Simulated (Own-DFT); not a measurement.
## Calculated data, Al₃GaAs₄ (zincblende random alloy, atoms displaced), Al₃GaAs₄ (zincblende random alloy, strained, atoms displaced)

Computed with Own-DFT development build. A calculation, not a measurement: plane-wave PBE density functional theory by an unreviewed code, no spin, of a simulated periodic cell, stress positive in tension, free energy of the whole cell less one offset for each atom, forces on such cells passed a denser k mesh, this cell's mesh not checked; offsets are fitted by least squares, one for each functional and potential file, so energies compare only between cells with the same atoms and settings and are not formation energies; the far tail of each file's local potential was reset to the Coulomb form; each entry is a single point on an unrelaxed cell, so the pressure reflects the starting lattice, mostly measured values, from which strain is counted, and rises with the displacements; printed positions are rounded, which can move forces by about a meV/angstrom; the program is a retired in-house code; no spin-orbit coupling; before rounding, a Quantum ESPRESSO 7.3.1 run of the same cell and cutoff gave forces within 1 meV/angstrom rms on each cell, which checks the program and not the settings.

Common to all runs: functional PBE; potential files PseudoDojo norm-conserving, scalar-relativistic, standard set; wave cutoff 42 hartree; occupations Fermi-Dirac; smearing width 0.1 eV; k mesh 3 x 3 x 3 centred on Gamma.

(1) Al₃GaAs₄ (zincblende random alloy, atoms displaced)

```
Al3GaAs4
1.0
     11.3183     0.0000     0.0000
      0.0000    11.3183     0.0000
      0.0000     0.0000    11.3183
Al Ga Al As Al Ga As Ga Al As Ga Al As Al Ga Al As Al Ga Al As Ga Al As Al As
2 1 1 4 3 1 4 1 3 4 2 2 4 1 1 2 4 1 1 2 4 1 3 4 4 4
Direct
  0.99955 0.99736 0.99679
  0.00241 0.25100 0.24601
  0.24594 0.99587 0.24756
  0.25589 0.24991 0.99829
  0.12358 0.12542 0.12748
  0.12459 0.37691 0.37256
  0.37825 0.12619 0.37445
  0.37636 0.37564 0.12365
  0.00413 0.00346 0.49979
  0.00228 0.24688 0.74957
  0.24535 0.99675 0.75284
  0.24555 0.25115 0.49200
  0.12336 0.12705 0.62464
  0.12763 0.37763 0.87464
  0.37742 0.12535 0.87779
  0.37554 0.37853 0.62289
  0.00108 0.49879 0.99596
  0.00381 0.74607 0.24367
  0.25624 0.50046 0.24756
  0.25017 0.74633 0.00088
  0.12391 0.62202 0.12168
  0.13004 0.87702 0.37261
  0.37616 0.62312 0.37833
  0.37560 0.87511 0.12731
  0.00016 0.49963 0.50182
  0.99916 0.75164 0.74927
  0.25182 0.49997 0.74870
  0.25106 0.75174 0.49947
  0.12826 0.62840 0.62520
  0.12664 0.87323 0.87501
  0.36917 0.62091 0.87518
  0.37506 0.87949 0.62667
  0.50414 0.00405 0.00521
  0.49942 0.25530 0.25049
  0.75295 0.99989 0.25119
  0.74675 0.25167 0.00182
  0.62313 0.12527 0.12189
  0.62879 0.37190 0.37484
  0.87832 0.12184 0.37749
  0.87169 0.37556 0.12617
  0.50145 0.99860 0.49824
  0.50318 0.25101 0.74910
  0.75078 0.99548 0.75516
  0.74880 0.24717 0.50205
  0.62615 0.12470 0.62402
  0.62096 0.37318 0.87556
  0.87690 0.12337 0.87875
  0.87560 0.37628 0.61962
  0.49848 0.50297 0.00184
  0.49877 0.75270 0.25008
  0.75086 0.49675 0.25208
  0.74585 0.74911 0.99497
  0.62888 0.62623 0.12613
  0.62739 0.87440 0.37892
  0.87856 0.62164 0.37226
  0.88211 0.87245 0.12656
  0.49378 0.49676 0.50459
  0.50031 0.74818 0.75312
  0.74843 0.49959 0.74679
  0.74858 0.75010 0.50256
  0.62294 0.62645 0.62746
  0.62522 0.87371 0.87548
  0.87888 0.62250 0.87629
  0.87637 0.87386 0.62380
```

| Property | Result |
| --- | --- |
| free energy of cell above offsets | -20.084 eV |
| pressure | 2.99 GPa |
| stress xx | -2.96 GPa |
| stress yy | -3.02 GPa |
| stress zz | -3 GPa |
| stress yz | 0.26 GPa |
| stress xz | 0.1 GPa |
| stress xy | 0.12 GPa |

Force:
```tsv
element	x (eV/Å)	y (eV/Å)	z (eV/Å)
Al	0.363	0.102	0.502
Al	-0.489	-0.015	0.514
Ga	0.668	0.817	0.084
Al	-0.665	-0.025	0.285
As	0.345	-0.086	-0.883
As	-0.037	0.281	-0.35
As	-0.376	-0.302	-0.243
As	-0.032	0	0.021
Al	-0.099	-0.628	-0.011
Al	-0.426	0.585	0.184
Al	0.497	0.687	-0.221
Ga	0.5	-0.106	0.505
As	0.606	-0.198	0.075
As	0.04	-0.636	-0.2
As	-0.05	-0.389	-0.528
As	-0.665	-1.084	0.47
Ga	-0.175	-0.287	0.43
Al	0.056	0.162	0.821
Al	-0.507	0.097	0.214
Al	0.042	0.329	0.074
As	0.502	-0.195	0.19
As	-0.823	-0.654	0.39
As	0.038	0.306	-0.347
As	-0.033	-0.036	-0.587
Ga	0.395	0.327	-0.181
Ga	0.105	-0.284	0.059
Al	-0.358	-0.064	-0.257
Al	0.189	0.136	0.057
As	-0.216	-0.242	-0.019
As	-0.181	-0.182	0.298
As	0.666	0.512	0.028
As	0.095	-0.433	0.04
Al	-0.608	-0.718	-0.597
Ga	0.137	-0.415	-0.062
Al	-0.035	-0.081	-0.204
Al	0.287	-0.13	-0.263
As	0.631	0.264	1.034
As	-0.459	0.411	0.457
As	-0.207	0.597	-0.361
As	0.403	-0.119	-0.346
Al	-0.114	0.292	0.238
Ga	-0.476	-0.206	-0.204
Al	0.203	0.462	-0.53
Al	0.435	-0.007	-0.328
As	0.033	-0.454	0.418
As	0.53	0.545	0.02
As	-0.394	0.344	-0.31
As	-0.16	-0.455	0.776
Ga	0.274	0	-0.073
Al	0.324	-0.385	0.332
Al	-0.056	0.356	-0.026
Al	0.932	-0.041	0.561
As	-0.36	-0.043	0.144
As	-0.096	0.031	-0.568
As	-0.312	0.555	0.254
As	-0.968	0.091	-0.467
Al	1.205	0.426	-0.702
Al	-0.515	0.159	-0.072
Al	0.237	-0.13	0.373
Al	0.449	-0.459	-0.24
As	-0.051	-0.242	-0.304
As	-0.491	0.234	0.157
As	-0.703	0.249	-0.485
As	-0.047	0.374	-0.029
```

(2) Al₃GaAs₄ (zincblende random alloy, atoms displaced)

```
Al3GaAs4
1.0
     11.3183     0.0000     0.0000
      0.0000    11.3183     0.0000
      0.0000     0.0000    11.3183
Ga Al Ga As Al As Al As Al Ga Al Ga As Al As Al Ga As Ga Al Ga Al As Ga Al As
1 2 1 4 4 4 4 4 1 1 1 1 4 4 4 3 1 4 1 1 1 1 4 1 3 4
Direct
  0.00618 0.00159 0.00096
  0.99456 0.26032 0.26003
  0.24429 0.99668 0.23701
  0.23891 0.24846 0.99147
  0.12814 0.11552 0.12417
  0.12271 0.38418 0.37576
  0.38425 0.11190 0.37429
  0.37283 0.37689 0.13059
  0.99322 0.99896 0.50267
  0.00393 0.25256 0.73847
  0.24865 0.99112 0.73699
  0.25306 0.25688 0.50117
  0.12529 0.12703 0.62933
  0.13173 0.37689 0.86548
  0.36597 0.12125 0.87301
  0.38724 0.37416 0.62850
  0.99285 0.50288 0.98423
  0.00115 0.75002 0.24467
  0.24241 0.49635 0.24332
  0.24265 0.74233 0.99716
  0.13179 0.63253 0.13308
  0.13022 0.88064 0.37700
  0.38012 0.62410 0.36991
  0.38569 0.87340 0.12826
  0.99911 0.49959 0.50501
  0.99952 0.74404 0.75750
  0.24314 0.50739 0.75516
  0.24575 0.74395 0.49189
  0.11711 0.61486 0.62534
  0.12685 0.87640 0.87985
  0.37533 0.61812 0.88998
  0.38083 0.87875 0.62564
  0.50228 0.01133 0.99626
  0.49089 0.25259 0.26099
  0.74610 0.99746 0.23993
  0.74164 0.25155 0.00646
  0.62197 0.12622 0.13142
  0.62490 0.37535 0.37459
  0.87222 0.12038 0.37764
  0.87573 0.36512 0.12515
  0.50485 0.00016 0.49346
  0.48705 0.26027 0.74812
  0.75641 0.00177 0.74733
  0.73785 0.25428 0.50238
  0.63040 0.11928 0.62759
  0.62240 0.38044 0.87762
  0.87694 0.13284 0.85949
  0.88230 0.36820 0.62391
  0.49448 0.50284 0.99995
  0.50715 0.73916 0.24299
  0.74333 0.49337 0.24333
  0.75359 0.74243 0.00089
  0.63287 0.63308 0.11913
  0.62935 0.88195 0.37986
  0.86802 0.62794 0.37709
  0.87324 0.87328 0.11528
  0.50534 0.48877 0.49395
  0.50326 0.74873 0.74645
  0.73873 0.50331 0.75309
  0.74108 0.75023 0.50196
  0.62463 0.62772 0.61889
  0.63146 0.89271 0.88491
  0.86456 0.63217 0.86700
  0.87001 0.86123 0.61211
```

| Quantity | Value |
| --- | --- |
| free energy of cell above offsets | -15.697 eV |
| pressure | 3.79 GPa |
| stress xx | -3.88 GPa |
| stress yy | -3.72 GPa |
| stress zz | -3.76 GPa |
| stress yz | 1.3 GPa |
| stress xz | 0.06 GPa |
| stress xy | 0.92 GPa |

Force:
```tsv
element	x (eV/Å)	y (eV/Å)	z (eV/Å)
Ga	-1.298	0.215	-0.781
Al	0.489	-1.631	0
Al	1.776	-0.846	1.289
Ga	0.896	-0.201	0.902
As	-1.097	2.347	0.109
As	0.391	-0.542	0.336
As	-2.127	1.212	-0.378
As	-0.109	-0.681	-0.784
Al	0.602	-0.036	0.024
Al	0.243	-0.129	1.25
Al	-0.194	0.539	1.119
Al	0.281	-0.826	-0.286
As	0.33	-0.502	-1.229
As	-1.58	-0.207	0.531
As	0.23	0.372	-0.564
As	-2.554	1.946	-1.457
Al	0.475	-0.154	1.099
Al	-0.608	0.671	1.059
Al	0.912	0.493	0.791
Al	1.191	1.164	0.594
As	-1.324	-1.001	-1.182
As	-0.964	-0.187	-0.391
As	-0.429	-0.886	0.09
As	-0.68	-0.067	-1.005
Al	-1.214	-0.037	-0.992
Ga	0.334	1.1	-0.991
Al	1.733	-0.019	-0.647
Ga	0.583	0.192	0.738
As	0.955	1.408	0.341
As	0.029	-0.444	-1.012
As	-0.753	1.458	-2.358
As	-0.058	-1.093	-0.898
Al	-0.723	-0.294	0.737
Al	0.443	-0.305	-0.607
Al	0.757	-0.101	0.771
Al	0.474	-0.593	-0.893
As	-0.533	0.788	-0.181
As	0.164	-0.441	-0.785
As	-0.421	0.639	-0.561
As	0.02	1.247	-0.753
Al	0.296	-0.091	1.417
Al	2.165	-2.591	1.798
Al	0.33	-0.851	-0.236
Ga	1.188	-0.798	0.16
As	-1.356	0.896	0.06
As	-0.446	-0.636	0.114
As	0.157	-0.021	1.662
As	-1.759	1.229	-0.243
Ga	1.183	-0.9	1.312
Al	-0.167	1.471	1.093
Ga	0.897	0.653	0.189
Al	-0.131	1.914	-0.774
As	-0.77	-1.891	0.32
As	-0.145	-1.146	-1.29
As	0.395	-0.512	-0.464
As	0.491	0.107	0.607
Ga	-0.727	1.502	0.509
Al	-0.098	0.515	1.225
Al	0.859	-0.406	-0.985
Al	0.195	-0.216	-1.246
As	-0.659	-0.959	0.528
As	0.138	-1.759	-0.971
As	0.262	-1.148	0.279
As	1.065	1.071	1.892
```

(3) Al₃GaAs₄ (zincblende random alloy, strained, atoms displaced)

```
Al3GaAs4
1.0
     11.5198    -0.1030    -0.1925
     -0.1030    11.3810     0.1069
     -0.1925     0.1069    11.3906
Al As Ga Al As Al Ga Al As Al Ga As Al Ga Al Ga As Al Ga Al As Al As Ga Al As
4 4 1 3 4 1 2 1 4 3 1 4 1 1 1 1 4 1 1 2 4 4 4 1 3 4
Direct
  0.00106 0.00014 0.00577
  0.99981 0.25816 0.25079
  0.24621 0.99748 0.25309
  0.25706 0.24549 0.99629
  0.12719 0.11974 0.12953
  0.12009 0.38210 0.37821
  0.37884 0.13025 0.37229
  0.38149 0.37427 0.12696
  0.00412 0.99874 0.50230
  0.00300 0.25297 0.75197
  0.25221 0.99393 0.75049
  0.25412 0.24854 0.50016
  0.12389 0.12389 0.62655
  0.12497 0.37731 0.87611
  0.37215 0.12932 0.87025
  0.37911 0.37317 0.62781
  0.99815 0.49665 0.99720
  0.00269 0.75159 0.24523
  0.24556 0.50332 0.25239
  0.24960 0.75501 0.99612
  0.12522 0.63124 0.13162
  0.12500 0.87342 0.38109
  0.37828 0.62655 0.37692
  0.37198 0.87265 0.11586
  0.99148 0.49696 0.50372
  0.99999 0.75157 0.75287
  0.25536 0.50428 0.75124
  0.24262 0.74131 0.49404
  0.12481 0.62372 0.62507
  0.12899 0.87502 0.87771
  0.37400 0.62586 0.88148
  0.37202 0.86113 0.62232
  0.50365 0.99317 0.99485
  0.50452 0.25588 0.24683
  0.74322 0.00035 0.24489
  0.75194 0.25084 0.00201
  0.63185 0.13314 0.12409
  0.63612 0.37010 0.37315
  0.86880 0.12042 0.36361
  0.87127 0.37723 0.12709
  0.49937 0.00225 0.51126
  0.50328 0.24528 0.75320
  0.74967 0.99618 0.74958
  0.75128 0.24644 0.50568
  0.62960 0.12987 0.62868
  0.62151 0.37849 0.87866
  0.87670 0.12230 0.86944
  0.86746 0.37210 0.62212
  0.49532 0.49936 0.99426
  0.49835 0.75328 0.25150
  0.74549 0.50018 0.25565
  0.75752 0.74480 0.99978
  0.62945 0.62451 0.12891
  0.62983 0.87603 0.37724
  0.87203 0.62042 0.37512
  0.87896 0.87305 0.12405
  0.50457 0.50677 0.49745
  0.49984 0.74743 0.74882
  0.74810 0.50223 0.74565
  0.74790 0.74780 0.49515
  0.61736 0.62655 0.62470
  0.62001 0.87459 0.87934
  0.87550 0.62954 0.87688
  0.87943 0.87754 0.62160
```

| Quantity | Value |
| --- | --- |
| free energy of cell above offsets | -18.937 eV |
| pressure | 1.13 GPa |
| stress xx | -0.69 GPa |
| stress yy | -1.39 GPa |
| stress zz | -1.32 GPa |
| stress yz | 1.31 GPa |
| stress xz | -2.2 GPa |
| stress xy | -1.02 GPa |

Force:
```tsv
element	x (eV/Å)	y (eV/Å)	z (eV/Å)
Al	0.11	-0.062	-0.69
Al	0.042	-0.875	-0.149
Al	0.887	-0.28	0.018
Al	-0.567	0.257	0.698
As	-0.214	1.224	-0.244
As	0.357	-0.413	0.419
As	-0.122	-0.498	0.29
As	-1.158	0.567	-0.413
Ga	-0.452	0.414	-0.737
Al	-0.253	-0.337	-0.401
Al	0.087	-0.012	-0.499
Al	-0.314	0.13	-0.139
As	0.433	0.414	0.158
As	0.424	0.142	0.143
As	0.468	-0.986	0.291
As	-0.084	0.524	-0.209
Al	0.232	0.254	0.619
Ga	-0.255	-0.255	0.927
Ga	0.645	-0.36	-0.025
Al	-0.116	-1.189	0.355
As	-0.008	-0.367	-1.275
As	-0.286	0.28	-0.577
As	-0.535	0.093	-0.436
As	0.438	0.772	1.232
Al	0.522	0.186	-0.133
Al	0.354	-0.024	-0.407
Al	-0.142	-0.612	-0.253
Ga	0.571	-0.177	0.201
As	-0.581	-0.131	0.398
As	-0.892	0.566	-0.235
As	-0.202	0.614	-0.548
As	-0.147	1.106	0.166
Al	-0.49	1.273	0.636
Ga	0.361	-0.628	0.327
Al	0.486	-0.718	-0.171
Ga	0.426	0.056	-0.817
As	-1.313	-0.836	-0.272
As	-1.077	0.326	0.85
As	0.823	0.655	1.223
As	0.214	0.513	-0.065
Al	-0.005	-0.31	-0.746
Ga	0.16	0.496	-0.202
Al	0.115	-0.267	-0.054
Al	0.213	-0.682	-1.295
As	-0.504	-0.551	0.326
As	0.484	-0.046	-0.375
As	-0.017	0.309	0.712
As	0.639	0.466	1.064
Al	0.819	-0.035	0.987
Al	0.379	-0.085	-0.432
Al	0.625	-0.162	-0.748
Al	-0.719	0.318	0.322
As	-0.822	0.283	-0.47
As	-1.033	0.577	-0.076
As	0.31	0.83	0.089
As	-0.792	0.504	0.058
Ga	-0.213	-1.506	-0.203
Al	-0.114	-0.149	0.482
Al	-0.05	-0.209	0.365
Al	0.596	-0.263	0.498
As	1.058	0.547	0.296
As	1.012	-0.567	-0.669
As	-0.004	-0.591	-0.598
As	-0.809	-0.512	0.416
```
